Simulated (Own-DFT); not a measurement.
# How strain changes the stress of bcc W, 16 atoms (W16)

These are calculations, not measurements. The program, named Own-DFT, is a retired in-house plane-wave density functional code that no person has reviewed. Each row is one single-point run on a periodic cell that was not relaxed, without spin or spin-orbit coupling.

Settings of every run: PBE; PseudoDojo norm-conserving scalar-relativistic files; cutoff 50 hartree; 5 x 5 x 5 k mesh centred on Gamma; cold (Marzari-Vanderbilt) smearing of 0.2 eV.

Known limits: forces on such cells failed a check on a denser k mesh; stress not checked against mesh or cutoff.

Unstrained cell vectors in Å: (6.330, 0.000, 0.000); (0.000, 6.330, 0.000); (0.000, 0.000, 6.330). The unstrained cell has measured lattice constants (interpolated for alloys), not those of this functional. That, the random moves and any unrelaxed bonds set the pressure at no strain. Each run strains this cell uniformly, with the atoms carried along. Every atom was also moved at random, by a Gaussian of width 0.05 Å on each axis. Strain is the symmetric tensor, in per cent. Stress is positive in tension, and the pressure is minus a third of its trace.

| run | e_xx (%) | e_yy (%) | e_zz (%) | e_yz (%) | e_xz (%) | e_xy (%) | s_xx (GPa) | s_yy (GPa) | s_zz (GPa) | s_yz (GPa) | s_xz (GPa) | s_xy (GPa) | P (GPa) | E (meV/atom) |
|---|---|---|---|---|---|---|---|---|---|---|---|---|---|---|
| 1 | -1.01 | 0.48 | -0.70 | -0.09 | 0.99 | -1.09 | -13.33 | -8.03 | -12.27 | -0.28 | 3.25 | -3.76 | 11.21 | 12.5 |
| 2 | -0.01 | -1.77 | -0.73 | -0.43 | -0.82 | -1.27 | -13.36 | -19.88 | -16.01 | -2.08 | -3.02 | -4.07 | 16.41 | 52.5 |
| 3 | -1.30 | 1.74 | -0.88 | 0.01 | -0.79 | 1.30 | -13.62 | -3.31 | -11.42 | 0.32 | -2.39 | 4.00 | 9.45 | 31.1 |
| 4 | -0.01 | -0.29 | 0.26 | 1.47 | -0.90 | -1.82 | -7.79 | -8.91 | -7.55 | 4.35 | -2.29 | -5.34 | 8.08 | 29.7 |
| 5 | -1.48 | -0.82 | -1.71 | 0.49 | 0.18 | -1.26 | -21.79 | -19.14 | -22.80 | 1.81 | 1.04 | -4.23 | 21.24 | 46.8 |
| 6 | 1.24 | 1.31 | 1.41 | -1.67 | 1.56 | -1.54 | 3.53 | 4.26 | 3.68 | -4.42 | 3.77 | -3.30 | -3.82 | 27.7 |
| 7 | 1.08 | -0.39 | 1.83 | 1.81 | -0.03 | 0.81 | 1.08 | -3.36 | 3.28 | 5.17 | -0.46 | 2.36 | -0.33 | 8.6 |
| 8 | 0.97 | 0.71 | 1.57 | -1.70 | -0.43 | -1.69 | 2.30 | 1.27 | 3.78 | -5.12 | -2.00 | -4.75 | -2.45 | 10.3 |
| 9 | 1.30 | 0.58 | 1.93 | 1.02 | 1.18 | 0.15 | 3.18 | 1.71 | 5.20 | 2.74 | 3.05 | 0.08 | -3.37 | 33.4 |
| 10 | 1.76 | 1.29 | 1.87 | 1.69 | -1.70 | -0.14 | 8.06 | 6.46 | 8.18 | 4.36 | -4.29 | 0.18 | -7.56 | 0.0 |
| 11 | 1.80 | -1.56 | -0.85 | 0.21 | -1.65 | -0.96 | -3.37 | -15.15 | -12.17 | 0.22 | -5.47 | -2.87 | 10.23 | 40.3 |
| 12 | 1.41 | -1.50 | -0.31 | 1.47 | -0.83 | -0.99 | -3.80 | -13.29 | -9.12 | 4.32 | -2.54 | -2.89 | 8.73 | 14.6 |
| 13 | 0.89 | 0.98 | -0.29 | -1.27 | -1.57 | -1.46 | -2.32 | -2.35 | -5.70 | -4.55 | -5.09 | -5.15 | 3.46 | 47.6 |
| 14 | -0.51 | 1.72 | -0.07 | -0.68 | -1.28 | 0.78 | -8.60 | -0.34 | -6.66 | -1.70 | -3.82 | 2.07 | 5.20 | 51.4 |
| 15 | 0.38 | 0.24 | -1.73 | 1.52 | -1.63 | 0.59 | ? | ? | ? | ? | ? | ? | ? | ? |

E is the free energy for each atom above the lowest run shown.

## Worked fit

Each stress component was fitted by least squares to a constant and the strains of the runs shown, as fractions, with shears doubled. Shear strains stay in the fit of a normal stress only where such slopes are resolved. The slopes, in GPa:

| stress | at no strain | per e_xx | per e_yy | per e_zz | scatter |
|---|---|---|---|---|---|
| s_xx | -8.1 | 530 ± 21 | 181 ± 16 | 222 ± 21 | 0.57 |
| s_yy | -8.0 | 172 ± 19 | 519 ± 15 | 246 ± 19 | 0.52 |
| s_zz | -8.2 | 218 ± 24 | 207 ± 18 | 518 ± 23 | 0.64 |

Each shear stress against twice its own strain: yz 150 ± 7, xz 144 ± 4, xy 146 ± 10 GPa. These are stiffnesses along x, y and z of the frame in which the cell vectors are given, which need not be the crystal's axes. The atoms are held to the strained lattice; where symmetry lets them move under strain, relaxing them would lower some slopes. The table should be nearly symmetric about its diagonal, and what it lacks of that shows the noise. A ninth of its sum, 313 ± 5 GPa, estimates the bulk modulus near the mean pressure of these runs, 5.5 GPa, so it lies above the value at zero pressure.

## Withheld run

Question: what normal stresses and pressure should run 15 give?

The fit gives s_xx = -9.5, s_yy = -10.3, s_zz = -15.8 and P = 11.9 GPa. The calculation gave -10.11, -10.46, -16.82 and P = 12.46 GPa.
